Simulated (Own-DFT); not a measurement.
# Computed records: Hf32O63 (monoclinic hafnia with one vacancy, atoms displaced)

All values are calculated (Own-DFT development build). A calculation, not a measurement: plane-wave density functional theory by an unreviewed code, no spin, of a simulated periodic cell, stress positive in tension, run twice, with PBE and with PBEsol, both on files made for PBE, so the change isn't that of files made for PBEsol, defect cell not probed for a lower state with spin; hafnium file: forces about 75 meV/angstrom off all-electron values; oxygen file: force components 24 meV/angstrom off all-electron in one glass; forces on such cells passed a denser k mesh, this cell's mesh not checked; the far tail of each file's local potential was reset to the Coulomb form; each entry is a single point on an unrelaxed cell, so the pressure reflects the starting lattice, mostly measured values (interpolated for alloys), from which strain is counted, and rises with the displacements; printed positions are rounded, which can move forces by about a meV/angstrom; the program, named Own-DFT, is a retired in-house code; no spin-orbit coupling; stress was not checked against mesh or cutoff.

```cif
# cell vector a (Å): 10.2340 0.0000 0.0000
# cell vector b (Å): 0.0000 10.3500 0.0000
# cell vector c (Å): -1.6955 0.0000 10.4453
data_Hf32O63
_symmetry_space_group_name_H-M 'P 1'
_symmetry_Int_Tables_number 1
_cell_length_a 10.2340
_cell_length_b 10.3500
_cell_length_c 10.5820
_cell_angle_alpha 90.000
_cell_angle_beta 99.220
_cell_angle_gamma 90.000
_cell_volume 1106.39
loop_
_atom_site_label
_atom_site_type_symbol
_atom_site_fract_x
_atom_site_fract_y
_atom_site_fract_z
_atom_site_occupancy
Hf1 Hf 0.13286 0.02591 0.10405 1
Hf2 Hf 0.36464 0.26614 0.14773 1
Hf3 Hf 0.35972 0.47983 0.39588 1
Hf4 Hf 0.14233 0.23049 0.35365 1
O1 O 0.03648 0.16794 0.17318 1
O2 O 0.46129 0.41583 0.07625 1
O3 O 0.46194 0.33657 0.32108 1
O4 O 0.04075 0.08521 0.42165 1
O5 O 0.22704 0.37214 0.24287 1
O6 O 0.27353 0.12434 0.00829 1
O7 O 0.27280 0.11825 0.26475 1
O8 O 0.22053 0.37348 0.49041 1
Hf5 Hf 0.13573 0.01713 0.60358 1
Hf6 Hf 0.36045 0.27007 0.64426 1
Hf7 Hf 0.36140 0.48084 0.89401 1
Hf8 Hf 0.14258 0.23106 0.85793 1
O9 O 0.04136 0.16575 0.67122 1
O10 O 0.46578 0.33453 0.82553 1
O11 O 0.03611 0.08639 0.92783 1
O12 O 0.22165 0.38284 0.73743 1
O13 O 0.27999 0.12459 0.51080 1
O14 O 0.27814 0.12460 0.76433 1
O15 O 0.22482 0.37424 0.98884 1
Hf9 Hf 0.13662 0.51379 0.10148 1
Hf10 Hf 0.36395 0.77473 0.15172 1
Hf11 Hf 0.35980 0.97984 0.39631 1
Hf12 Hf 0.13787 0.73038 0.35381 1
O16 O 0.03325 0.67115 0.17802 1
O17 O 0.46730 0.91598 0.07484 1
O18 O 0.46047 0.83530 0.32275 1
O19 O 0.03110 0.58557 0.41965 1
O20 O 0.22558 0.87913 0.24272 1
O21 O 0.27349 0.62848 0.01112 1
O22 O 0.28058 0.62071 0.26120 1
O23 O 0.22616 0.87243 0.49087 1
Hf13 Hf 0.13656 0.52234 0.60132 1
Hf14 Hf 0.36166 0.77338 0.64635 1
Hf15 Hf 0.36457 0.97807 0.89607 1
Hf16 Hf 0.13732 0.72794 0.84988 1
O24 O 0.03655 0.66360 0.67471 1
O25 O 0.46851 0.91857 0.57120 1
O26 O 0.46030 0.83297 0.83164 1
O27 O 0.03289 0.58874 0.92078 1
O28 O 0.22319 0.88156 0.73523 1
O29 O 0.27202 0.62924 0.51060 1
O30 O 0.27590 0.62678 0.76483 1
O31 O 0.22123 0.86926 0.98963 1
Hf17 Hf 0.63412 0.02226 0.10708 1
Hf18 Hf 0.86050 0.26813 0.14276 1
Hf19 Hf 0.85724 0.48110 0.39580 1
Hf20 Hf 0.63472 0.23160 0.35284 1
O32 O 0.53486 0.16456 0.17586 1
O33 O 0.96546 0.41718 0.07650 1
O34 O 0.96045 0.33633 0.31959 1
O35 O 0.53817 0.08059 0.42145 1
O36 O 0.72384 0.37767 0.23493 1
O37 O 0.77386 0.13529 0.01352 1
O38 O 0.77598 0.12443 0.25966 1
O39 O 0.72383 0.36962 0.48940 1
Hf21 Hf 0.63751 0.01990 0.60327 1
Hf22 Hf 0.86748 0.27032 0.64800 1
Hf23 Hf 0.85918 0.47941 0.89413 1
Hf24 Hf 0.63403 0.23572 0.85243 1
O40 O 0.54125 0.16660 0.67742 1
O41 O 0.96078 0.41424 0.57861 1
O42 O 0.96651 0.33358 0.82545 1
O43 O 0.53523 0.08920 0.92403 1
O44 O 0.72277 0.37602 0.73767 1
O45 O 0.77359 0.12572 0.51244 1
O46 O 0.77613 0.12049 0.76237 1
O47 O 0.72225 0.36857 0.98850 1
Hf25 Hf 0.63993 0.52075 0.10062 1
Hf26 Hf 0.85782 0.77430 0.14604 1
Hf27 Hf 0.86091 0.97467 0.39511 1
Hf28 Hf 0.63713 0.72903 0.35736 1
O48 O 0.53478 0.66765 0.17393 1
O49 O 0.96848 0.91408 0.07789 1
O50 O 0.95954 0.83213 0.32676 1
O51 O 0.53695 0.58533 0.42398 1
O52 O 0.72243 0.87924 0.23520 1
O53 O 0.77580 0.63149 0.00679 1
O54 O 0.77571 0.62144 0.26133 1
O55 O 0.72482 0.87300 0.49027 1
Hf29 Hf 0.64246 0.51902 0.60175 1
Hf30 Hf 0.86246 0.76934 0.64753 1
Hf31 Hf 0.86132 0.97693 0.89467 1
Hf32 Hf 0.63690 0.73228 0.85630 1
O56 O 0.53507 0.66086 0.66910 1
O57 O 0.96372 0.91517 0.57866 1
O58 O 0.96191 0.83640 0.82441 1
O59 O 0.53776 0.58529 0.92292 1
O60 O 0.72354 0.88091 0.73900 1
O61 O 0.77936 0.62397 0.51377 1
O62 O 0.77561 0.62323 0.76338 1
O63 O 0.72219 0.87162 0.99248 1
_calc_functional 'PBE, then PBEsol'
_calc_potential_files 'PseudoDojo norm-conserving, scalar-relativistic, standard set'
_calc_wave_cutoff 72  # hartree
_calc_occupations 'Fermi-Dirac'
_calc_smearing_width 0.1  # eV
_calc_k_mesh '2 x 2 x 2 centred on Gamma'
_calc_PBE_pressure 4.03  # GPa
_calc_PBE_stress_xx -3.79  # GPa
_calc_PBE_stress_yy -3.76  # GPa
_calc_PBE_stress_zz -4.53  # GPa
_calc_PBE_stress_yz -0.44  # GPa
_calc_PBE_stress_xz 0.07  # GPa
_calc_PBE_stress_xy 0.28  # GPa
_calc_PBEsol_pressure -2.36  # GPa
_calc_PBEsol_stress_xx 2.6  # GPa
_calc_PBEsol_stress_yy 2.58  # GPa
_calc_PBEsol_stress_zz 1.89  # GPa
_calc_PBEsol_stress_yz -0.4  # GPa
_calc_PBEsol_stress_xz 0.39  # GPa
_calc_PBEsol_stress_xy 0.22  # GPa
_calc_rms_change_of_force_components_from_PBE_to_PBEsol 0.045  # eV/angstrom
```

Force:
```csv
force element,PBE force x (eV/Å),PBE force y (eV/Å),PBE force z (eV/Å),PBEsol force x (eV/Å),PBEsol force y (eV/Å),PBEsol force z (eV/Å)
Hf,0.787,-1.434,0.074,0.759,-1.347,0.032
Hf,-0.411,0.634,-0.699,-0.396,0.679,-0.643
Hf,0.486,0.054,0.015,0.408,0.069,-0.133
Hf,-1.461,0.035,0.198,-1.413,-0.022,0.152
O,-0.287,0.339,0.017,-0.265,0.339,0.06
O,0.583,0.052,-0.111,0.558,0.06,-0.159
O,0.468,0.008,0.887,0.435,-0.008,0.806
O,-1.005,-0.781,-0.03,-0.96,-0.775,0.022
O,-0.38,0.711,-0.716,-0.311,0.678,-0.685
O,0.406,0.866,0.798,0.328,0.847,0.771
O,0.608,0.468,-0.683,0.526,0.469,-0.655
O,0.809,-0.398,0.044,0.86,-0.389,0.035
Hf,0.268,0.947,-0.188,0.262,0.963,-0.21
Hf,0.411,-0.129,0.112,0.286,-0.236,0.234
Hf,0.049,0.579,0.45,0.033,0.532,0.47
Hf,-0.462,-0.635,-0.719,-0.442,-0.673,-0.724
O,-0.519,0.345,0.364,-0.501,0.346,0.401
O,-0.931,0.659,-0.447,-0.912,0.601,-0.478
O,-0.573,0.145,-0.794,-0.54,0.122,-0.713
O,0.433,-0.235,0.212,0.484,-0.244,0.203
O,0.034,0.902,0.529,-0.021,0.882,0.513
O,0.173,-0.134,-0.233,0.111,-0.108,-0.228
O,-0.23,-0.542,0.007,-0.175,-0.517,0.001
Hf,0.127,1.9,0.515,0.132,1.886,0.453
Hf,-0.854,-0.895,-1.78,-0.83,-0.831,-1.698
Hf,0.214,0.087,-0.154,0.192,0.041,-0.128
Hf,-0.161,-0.245,-0.642,-0.161,-0.29,-0.661
O,0.596,-0.995,-0.717,0.581,-0.938,-0.633
O,-0.3,-0.002,0.215,-0.295,0.024,0.166
O,1.237,-0.139,1.084,1.191,-0.158,1.001
O,0.023,-0.263,0.599,0.031,-0.27,0.635
O,-0.48,0.203,-0.129,-0.395,0.187,-0.109
O,0.167,-0.262,-0.076,0.1,-0.276,-0.089
O,-0.612,-0.118,0.197,-0.647,-0.116,0.218
O,-0.153,-0.395,-0.001,-0.079,-0.373,0.005
Hf,-0.234,-0.36,0.12,-0.221,-0.302,0.1
Hf,0.504,-0.378,-0.371,0.465,-0.325,-0.339
Hf,-0.961,0.755,0.422,-0.94,0.699,0.447
Hf,0.169,0.609,1.907,0.176,0.531,1.845
O,-0.67,0.353,-0.527,-0.643,0.36,-0.464
O,-0.888,-1.217,0.971,-0.877,-1.158,0.895
O,0.919,-0.693,-0.871,0.887,-0.684,-0.896
O,-0.497,-0.802,0.308,-0.47,-0.802,0.335
O,0.138,-0.314,0.402,0.201,-0.315,0.377
O,0.306,0.248,0.172,0.226,0.242,0.158
O,0.504,-0.323,-0.76,0.423,-0.3,-0.735
O,0.462,0.277,-0.237,0.519,0.274,-0.238
Hf,1.141,0.265,-0.808,1.117,0.301,-0.814
Hf,0.032,0.537,0.698,0.011,0.567,0.71
Hf,1.026,-0.99,-0.746,0.998,-0.999,-0.709
Hf,0.774,-0.471,0.848,0.762,-0.518,0.797
O,-0.569,0.252,-0.104,-0.551,0.269,-0.051
O,-0.272,-0.069,-0.509,-0.261,-0.051,-0.548
O,0.714,0.018,1.051,0.678,0.001,0.975
O,-0.377,0.393,-0.479,-0.36,0.37,-0.415
O,-0.587,0.332,0.183,-0.51,0.318,0.173
O,-0.051,-1.311,-0.526,-0.113,-1.266,-0.494
O,-0.12,-0.607,0.508,-0.186,-0.583,0.483
O,-0.253,0.136,-0.24,-0.18,0.162,-0.234
Hf,0.745,0.917,0.334,0.742,0.934,0.293
Hf,-0.686,-1.181,-0.288,-0.664,-1.097,-0.251
Hf,0.616,0.045,0.102,0.598,0.012,0.122
Hf,1.23,-1.604,0.41,1.203,-1.617,0.384
O,-1.463,0.52,-1.118,-1.429,0.53,-1.037
O,0.973,0.912,-0.42,0.937,0.898,-0.449
O,-0.067,0.279,0.463,-0.077,0.253,0.396
O,-0.475,-0.542,0.165,-0.458,-0.546,0.206
O,0.156,0.69,0.005,0.213,0.675,0.006
O,0.54,0.441,-0.148,0.453,0.419,-0.138
O,0.37,-0.078,0.289,0.299,-0.079,0.281
O,0.254,1.271,0.029,0.308,1.249,0.025
Hf,-0.744,0.098,0.728,-0.723,0.137,0.684
Hf,0.963,-0.732,-0.216,0.94,-0.666,-0.18
Hf,0.142,1.704,0.065,0.127,1.607,0.09
Hf,-0.122,0.065,-0.872,-0.115,0.007,-0.889
O,0.478,-0.346,-0.003,0.472,-0.314,0.055
O,-0.693,0.051,-0.223,-0.688,0.07,-0.263
O,0.43,0.152,0.5,0.402,0.141,0.435
O,-0.571,-0.637,0.111,-0.547,-0.632,0.151
O,-0.33,0.115,0.891,-0.251,0.108,0.861
O,-0.032,-0.224,0.484,-0.103,-0.225,0.465
O,-0.362,0.151,-0.065,-0.414,0.15,-0.055
O,-0.041,-0.923,-0.317,0.023,-0.888,-0.311
Hf,-0.849,-0.289,0.503,-0.653,-0.134,0.486
Hf,-0.268,0.177,0.046,-0.265,0.226,0.08
Hf,-0.197,1.134,0.4,-0.19,1.059,0.401
Hf,0.246,-0.351,-0.48,0.258,-0.399,-0.474
O,-0.541,0.692,0.422,-0.503,0.692,0.45
O,0.165,-0.05,-0.303,0.156,-0.037,-0.343
O,0.493,-0.296,-0.052,0.456,-0.303,-0.105
O,-0.532,-0.325,-0.183,-0.506,-0.327,-0.129
O,-0.212,-0.611,0.173,-0.135,-0.599,0.17
O,-0.151,0.712,-0.159,-0.22,0.67,-0.148
O,0.079,-0.136,-0.286,0.025,-0.132,-0.278
O,0.186,0.229,-0.599,0.245,0.213,-0.584
```
